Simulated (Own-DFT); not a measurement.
Simulation results for Hf36O71 (tetragonal hafnia with one neutral oxygen vacancy, atoms displaced)

A calculation, not a measurement: plane-wave PBE and HSE06 DFT by an unreviewed code, no spin, of a simulated cell at Gamma alone, so results move with cell size and shape, stress positive in tension, energies less offsets, not probed for a lower state with spin; hafnium file: forces about 75 meV/angstrom off all-electron values; oxygen file: force components 24 meV/angstrom off all-electron in a glass; k mesh not checked against a denser one; forces and stress are PBE's, HSE06 gives the energy alone, and its difference from PBE has offsets of its own; offsets are fitted by least squares, one for each functional and potential file, so energies compare only between cells with the same atoms and settings and are not formation energies; the far tail of each file's local potential was reset to the Coulomb form; each entry is a single point on an unrelaxed cell, so the pressure reflects the starting lattice, taken from the Materials Project, from which strain is counted, and rises with the displacements; printed positions are rounded, which can move forces by about a meV/angstrom; the program is a retired in-house code; no spin-orbit coupling. Program: Own-DFT development build.

```cif
# cell vector a (Å): 10.7800 0.0000 0.0000
# cell vector b (Å): 0.0000 10.7800 0.0000
# cell vector c (Å): 0.0000 0.0000 10.4493
data_Hf36O71
_symmetry_space_group_name_H-M 'P 1'
_symmetry_Int_Tables_number 1
_cell_length_a 10.7800
_cell_length_b 10.7800
_cell_length_c 10.4493
_cell_angle_alpha 90.000
_cell_angle_beta 90.000
_cell_angle_gamma 90.000
_cell_volume 1214.30
loop_
_atom_site_label
_atom_site_type_symbol
_atom_site_fract_x
_atom_site_fract_y
_atom_site_fract_z
_atom_site_occupancy
Hf1 Hf 0.00053 0.99747 0.01056 1
Hf2 Hf 0.17640 0.18214 0.23420 1
O1 O 0.00192 0.16893 0.16800 1
O2 O 0.15574 0.99224 0.35352 1
O3 O 0.00942 0.18238 0.40649 1
O4 O 0.17733 0.98809 0.10041 1
Hf3 Hf 0.99870 0.99099 0.50131 1
Hf4 Hf 0.16459 0.17050 0.75652 1
O5 O 0.99128 0.16990 0.64643 1
O6 O 0.17771 0.99887 0.84866 1
O7 O 0.99089 0.16313 0.89600 1
O8 O 0.16391 0.01017 0.58745 1
Hf5 Hf 0.99631 0.33244 0.00944 1
Hf6 Hf 0.15954 0.49936 0.26052 1
O9 O 0.00441 0.50486 0.16533 1
O10 O 0.16881 0.31826 0.35086 1
O11 O 0.98363 0.49493 0.40199 1
O12 O 0.17426 0.34605 0.09374 1
Hf7 Hf 0.00506 0.32648 0.50086 1
Hf8 Hf 0.17832 0.50710 0.73945 1
O13 O 0.00236 0.50497 0.66581 1
O14 O 0.17652 0.32444 0.83726 1
O15 O 0.99964 0.49960 0.90976 1
O16 O 0.15534 0.33348 0.59642 1
Hf9 Hf 0.00144 0.67601 0.99507 1
Hf10 Hf 0.15106 0.83417 0.24940 1
O17 O 0.00876 0.83745 0.15817 1
O18 O 0.16993 0.66423 0.35122 1
O19 O 0.99719 0.83032 0.41946 1
O20 O 0.17020 0.65910 0.09822 1
Hf11 Hf 0.00507 0.67433 0.50580 1
Hf12 Hf 0.17021 0.83977 0.73401 1
O21 O 0.00175 0.83555 0.64474 1
O22 O 0.16696 0.67101 0.84487 1
O23 O 0.99562 0.83356 0.89072 1
O24 O 0.17114 0.66978 0.60082 1
Hf13 Hf 0.32782 0.99845 0.00321 1
Hf14 Hf 0.51367 0.15168 0.25696 1
O25 O 0.33484 0.17433 0.15594 1
O26 O 0.49223 0.99449 0.35774 1
O27 O 0.32112 0.16365 0.39770 1
O28 O 0.49026 0.99742 0.08507 1
Hf15 Hf 0.32630 0.98763 0.50341 1
Hf16 Hf 0.48322 0.15415 0.75778 1
O29 O 0.33097 0.16642 0.64714 1
O30 O 0.49554 0.00321 0.84265 1
O31 O 0.33770 0.15361 0.89938 1
O32 O 0.49714 0.99830 0.59918 1
Hf17 Hf 0.32753 0.32376 0.00024 1
Hf18 Hf 0.49476 0.49638 0.25397 1
O33 O 0.33641 0.50230 0.14349 1
O34 O 0.49306 0.33032 0.34186 1
O35 O 0.34626 0.50229 0.40146 1
O36 O 0.50075 0.32708 0.09762 1
Hf19 Hf 0.33154 0.33852 0.49432 1
Hf20 Hf 0.51003 0.50203 0.75163 1
O37 O 0.33953 0.49158 0.65584 1
O38 O 0.51367 0.32208 0.84992 1
O39 O 0.33721 0.50332 0.90957 1
O40 O 0.49874 0.32284 0.60537 1
Hf21 Hf 0.32841 0.66621 0.99447 1
Hf22 Hf 0.50279 0.83558 0.24597 1
O41 O 0.34536 0.82655 0.15833 1
O42 O 0.50665 0.67596 0.33674 1
O43 O 0.33378 0.83008 0.39169 1
O44 O 0.50027 0.66080 0.07965 1
Hf23 Hf 0.32826 0.67070 0.50970 1
Hf24 Hf 0.49413 0.82958 0.75885 1
O45 O 0.32675 0.82917 0.64000 1
O46 O 0.50091 0.65517 0.83687 1
O47 O 0.34429 0.82130 0.91606 1
O48 O 0.49959 0.67277 0.60334 1
Hf25 Hf 0.67459 0.97796 0.00148 1
Hf26 Hf 0.83151 0.16436 0.22937 1
O49 O 0.68058 0.16549 0.14275 1
O50 O 0.83188 0.00594 0.34517 1
O51 O 0.67929 0.15876 0.39434 1
O52 O 0.83522 0.99480 0.10142 1
Hf27 Hf 0.66808 0.00510 0.50256 1
Hf28 Hf 0.82612 0.16970 0.75378 1
O53 O 0.65651 0.16152 0.63576 1
O54 O 0.82843 0.99256 0.84999 1
O55 O 0.67544 0.17925 0.89582 1
O56 O 0.84816 0.00798 0.61058 1
Hf29 Hf 0.66545 0.32091 0.99792 1
Hf30 Hf 0.83953 0.48968 0.26187 1
O57 O 0.67519 0.50679 0.15660 1
O58 O 0.83836 0.33915 0.35511 1
O59 O 0.67491 0.50433 0.38947 1
O60 O 0.84441 0.33205 0.10584 1
Hf31 Hf 0.66247 0.31768 0.49215 1
Hf32 Hf 0.83984 0.49060 0.73958 1
O61 O 0.66325 0.49560 0.65123 1
O62 O 0.83528 0.33303 0.84404 1
O63 O 0.66417 0.50913 0.88968 1
O64 O 0.82121 0.33877 0.59618 1
Hf33 Hf 0.67816 0.66505 0.00211 1
Hf34 Hf 0.84289 0.83798 0.24689 1
O65 O 0.66649 0.82863 0.14951 1
O66 O 0.83469 0.66929 0.34774 1
O67 O 0.65920 0.83750 0.41147 1
O68 O 0.83376 0.66212 0.09719 1
Hf35 Hf 0.68344 0.66632 0.49592 1
Hf36 Hf 0.83814 0.83452 0.75132 1
O69 O 0.65078 0.83193 0.64863 1
O70 O 0.83311 0.65282 0.85411 1
O71 O 0.67455 0.83891 0.89652 1
_calc_first_functional 'PBE'
_calc_second_functional 'HSE06'
_calc_exact_exchange_share 0.25
_calc_screening 0.11  # 1/bohr
_calc_exchange_divergence 'Gygi-Baldereschi'
_calc_potential_files 'PseudoDojo norm-conserving, scalar-relativistic, made for PBE, standard set'
_calc_wave_cutoff 48  # hartree
_calc_occupations 'fixed'
_calc_k_mesh '1 x 1 x 1 centred on Gamma'
_calc_PBE_energy_of_cell_above_offsets '-85.356'  # eV
_calc_HSE06_less_PBE_above_offsets '0.780'  # eV
_calc_PBE_pressure 5.65  # GPa
_calc_PBE_stress_xx -6.99  # GPa
_calc_PBE_stress_yy -4.66  # GPa
_calc_PBE_stress_zz -5.3  # GPa
_calc_PBE_stress_yz -1.39  # GPa
_calc_PBE_stress_xz 0.56  # GPa
_calc_PBE_stress_xy 0.03  # GPa
```

Force:
| element | x (eV/Å) | y (eV/Å) | z (eV/Å) |
| --- | --- | --- | --- |
| Hf | 0.982 | 0.73 | -2.873 |
| Hf | -0.606 | -2.582 | 4.308 |
| O | 1.095 | -0.935 | -3.455 |
| O | -0.314 | 0.12 | -1.553 |
| O | -0.786 | -4.409 | -1.125 |
| O | -3.317 | 0.573 | 0.589 |
| Hf | 0.386 | 4.923 | -0.382 |
| Hf | -0.676 | -1.787 | -3.474 |
| O | 1.122 | 0.629 | 1.758 |
| O | -0.716 | -0.927 | -0.221 |
| O | 0.851 | -0.586 | 2.25 |
| O | -0.503 | -1.287 | 2.265 |
| Hf | 0.769 | 1.795 | -2.519 |
| Hf | 1.869 | 0.377 | -1.4 |
| O | -0.129 | -0.647 | -1.164 |
| O | 0.437 | 4.742 | -0.102 |
| O | 2.582 | 1.675 | 1.626 |
| O | -2.697 | -1.508 | 1.031 |
| Hf | -3.475 | 0.619 | 0.45 |
| Hf | -0.838 | -1.239 | 2.665 |
| O | 1.398 | 0.942 | -1.743 |
| O | 0.277 | 2.684 | 1.945 |
| O | 0.574 | -0.568 | 1.014 |
| O | 3.529 | 0.958 | 0.838 |
| Hf | 0.043 | -3.632 | -0.296 |
| Hf | 8.943 | -0.373 | 3.554 |
| O | -4.868 | 0.138 | -3.503 |
| O | -1.047 | 0.174 | 0.461 |
| O | -0.247 | -0.311 | -3.734 |
| O | -2.047 | 1.157 | 0.151 |
| Hf | -1.951 | -3.387 | -0.067 |
| Hf | -1.292 | -0.264 | 2.56 |
| O | 0.515 | -0.75 | 0.783 |
| O | -0.144 | 0.713 | -0.69 |
| O | 0.121 | 1.293 | 1.453 |
| O | -1.368 | -0.621 | 0.797 |
| Hf | 1.568 | -1.974 | -1.37 |
| Hf | -2.114 | 1.786 | -0.654 |
| O | 1.816 | -0.658 | -1.871 |
| O | 1.02 | 1.487 | -1.198 |
| O | 0.991 | -0.478 | 0.389 |
| O | 3.421 | 0.833 | 1.791 |
| Hf | 1.893 | 1.971 | -2.343 |
| Hf | 1.453 | 4.175 | -3.508 |
| O | -1.383 | -0.161 | 0.918 |
| O | 0.952 | -3.701 | 2.012 |
| O | -0.822 | 1.938 | 0.548 |
| O | -0.804 | -0.179 | -0.213 |
| Hf | 3.788 | 2.472 | -1.127 |
| Hf | 1.196 | 2.318 | -2.365 |
| O | -0.632 | -0.843 | 2.26 |
| O | 0.882 | -1.918 | 1.025 |
| O | -0.917 | 0.282 | 0.524 |
| O | 0.451 | -0.284 | -0.194 |
| Hf | 1.049 | -2.462 | 1.407 |
| Hf | 0.342 | -2.772 | -0.108 |
| O | -0.888 | 0.374 | -1.353 |
| O | -1.078 | 0.806 | 0.278 |
| O | -0.921 | -2.437 | -1.749 |
| O | -0.338 | 0.669 | -2.379 |
| Hf | 1.424 | -3.085 | 3.232 |
| Hf | -1.135 | -1.786 | 1.177 |
| O | -2.954 | 0.394 | -0.762 |
| O | -0.045 | -1.761 | 0.323 |
| O | -0.604 | -0.226 | 2.167 |
| O | 1.058 | 0.49 | 0.378 |
| Hf | 4.323 | 0.148 | -3.015 |
| Hf | 1.122 | -1.21 | -1.92 |
| O | 0.733 | 0.862 | 1.083 |
| O | -0.421 | 4.129 | 1.195 |
| O | 0.107 | 4.473 | -3.09 |
| O | -0.873 | -0.622 | -1.451 |
| Hf | -1.897 | 3.238 | -0.254 |
| Hf | 1.738 | 1.516 | 5.518 |
| O | -3.658 | -0.403 | -0.94 |
| O | 1.061 | -1.529 | -0.223 |
| O | -1.406 | 0.637 | -1.858 |
| O | 1.04 | -0.225 | 0.081 |
| Hf | -0.496 | -1.843 | 2.044 |
| Hf | -0.12 | -0.653 | -1.805 |
| O | 1.374 | -0.293 | 1.093 |
| O | 0.036 | 1.505 | 1.039 |
| O | 0.605 | -4.59 | -0.503 |
| O | -2.764 | -1.39 | -0.645 |
| Hf | -1.598 | 4.402 | 0.039 |
| Hf | -2.011 | 2.137 | -1.222 |
| O | -0.797 | -0.638 | -0.783 |
| O | -1.344 | -3.832 | -0.568 |
| O | -0.848 | -0.857 | 2.138 |
| O | -1.438 | -0.251 | -0.185 |
| Hf | -0.172 | 2.736 | 2.046 |
| Hf | -2.864 | 0.435 | 1.575 |
| O | 1.595 | 1.213 | -1.542 |
| O | 0.659 | 0.395 | 1.111 |
| O | 0.243 | -1.868 | 1.637 |
| O | 1.126 | -0.456 | 0.303 |
| Hf | -2.55 | -2.785 | -0.497 |
| Hf | -3.265 | -1.626 | 2.142 |
| O | 1.88 | 1.397 | -0.534 |
| O | 0.331 | 1.498 | 0.26 |
| O | 1.436 | -0.046 | -0.811 |
| O | 2.734 | 1.938 | 0.547 |
| Hf | -1.933 | 0.033 | 0.103 |
| Hf | -1.819 | -1.203 | -0.77 |
| O | 3.047 | 0.159 | 1.429 |
| O | 0.724 | 2.59 | -1.528 |
| O | -0.78 | -2.821 | -0.672 |
